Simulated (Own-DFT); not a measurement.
# Which defects push the lattice out? C11b WSi2

Calculated, not measured: single-point runs of Own-DFT, a retired in-house plane-wave DFT program that no person has reviewed, on unrelaxed cells, without spin or spin-orbit coupling.

All runs used: PBE; PseudoDojo norm-conserving scalar-relativistic files; cutoff 50 hartree; 5 x 5 x 5 k mesh centred on Gamma; cold (Marzari-Vanderbilt) smearing of 0.2 eV.

Caveats: forces on such cells failed a check on a denser k mesh; stress not checked against mesh or cutoff.

All runs share one cell, with vectors in Å (-2.148, -5.953, 3.409); (-6.444, 2.976, 1.136); (-2.553, -2.948, -6.757) and a volume of 403.2 Å³. Atoms were moved at random from their sites; u is the rms move along one axis. The defect's site can differ from row to row.

| cell | formula | u (Å) | P (GPa) |
|---|---|---|---|
| no defect | Si20W10 | 0.0208 | 4.33 |
| no defect | Si20W10 | 0.0468 | 5.63 |
| no defect | Si20W10 | 0.0521 | 6.19 |
| one W on a Si site | Si19W11 | 0.0303 | 10.08 |
| one W on a Si site | Si19W11 | 0.0403 | 10.35 |
| one W on a Si site | Si19W11 | 0.0568 | 11.57 |
| one W vacancy | Si20W9 | 0.0320 | 3.34 |
| one W vacancy | Si20W9 | 0.0543 | 4.91 |
| one W vacancy | Si20W9 | 0.0567 | 4.00 |
| one Si vacancy | Si19W10 | 0.0283 | ? |
| one Si vacancy | Si19W10 | 0.0318 | 3.59 |
| one Si vacancy | Si19W10 | 0.0478 | 4.94 |
| one Si vacancy | Si19W10 | 0.0547 | 4.64 |
| one Si on a W site | Si21W9 | 0.0288 | 6.49 |
| one Si on a W site | Si21W9 | 0.0481 | 7.30 |
| one Si on a W site | Si21W9 | 0.0554 | 8.05 |

## Working it out

P = P0 + c u² + a shift for each defect gives P0 = 4.23 GPa, c = 647 ± 95 GPa/Å² and a scatter of 0.34 GPa. The shifts, and each times the cell's volume:

- one W on a Si site: 5.19 ± 0.28 GPa, 13.1 eV
- one Si on a W site: 1.71 ± 0.28 GPa, 4.3 eV
- one Si vacancy: -1.20 ± 0.28 GPa, -3.0 eV
- one W vacancy: -1.70 ± 0.29 GPa, -4.3 eV

Positive is outwards. The product with the volume (160.2 GPa Å³ to the eV) is nearly free of the cell's size; divided by the bulk modulus at the cell's pressure it gives the volume that the defect adds. The atoms around the defects weren't relaxed, which would change these numbers.

## Prediction

Question: what pressure belongs in the blank (one Si vacancy, u = 0.0283 Å)?

The fit gives 3.55 ± 0.41 GPa. The run itself gave 2.95 GPa.
